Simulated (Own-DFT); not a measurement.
# From a pressure shift to a lattice shift: C11b WSi2, 30 atoms (Si20W10)

Calculated, not measured: single-point runs of Own-DFT, a retired in-house plane-wave DFT program that no person has reviewed, on unrelaxed cells, without spin or spin-orbit coupling.

Limits: forces on such cells failed a check on a denser k mesh; stress not checked against mesh or cutoff.

Each geometry was run with PBE and with PBEsol, otherwise alike: PseudoDojo norm-conserving scalar-relativistic files made for PBE; cutoff 50 hartree; 5 x 5 x 5 k mesh centred on Gamma; cold (Marzari-Vanderbilt) smearing of 0.2 eV. Unstrained cell vectors in Å: (-2.149, -5.953, 3.409); (-6.444, 2.976, 1.136); (-2.553, -2.948, -6.757). Each has a uniform strain, of which the change of volume is shown, and random moves of rms u per axis.

```
run,volume change (%),u (Å),P with PBE (GPa),P with PBEsol (GPa)
1,-1.15,0.0505,9.80,5.65
2,-1.53,0.0449,9.45,5.28
3,2.59,0.0458,0.30,-3.69
4,-0.11,0.0551,6.05,1.97
5,1.26,0.0463,2.92,-1.10
6,1.74,0.0478,1.80,-2.22
7,-0.82,0.0522,8.81,4.66
8,0.75,0.0427,4.59,0.53
9,-3.99,0.0472,17.00,12.70
10,0.55,0.0486,5.28,1.20
11,-0.05,0.0474,5.73,?
```

Question: by how much does PBEsol shrink this cell, and what belongs in the blank?

## Solution

Write v for the change of volume as a fraction. Fitted to v and u², the PBE pressure has a slope of -256 ± 10 GPa in v, with the ions held to the strained lattice. The difference PBEsol less PBE is -4.10 + 4.8 v GPa (slope ± 0.2) and averages -4.10 GPa. Divided by the mean slope of the two, 253 GPa, that makes PBEsol's volume at a given pressure, near 5 GPa, about 1.6 % smaller, or 0.54 % in lengths. At one volume PBEsol's slope is the smaller by 5 GPa, but its pressure there is lower too. If stiffness rises by about 4 GPa for each GPa, PBEsol at equal pressure is stiffer by about 12 GPa. Files made for PBEsol would give a different shift.

For run 11 the line gives 1.63 GPa. DFT gave 1.64 GPa.
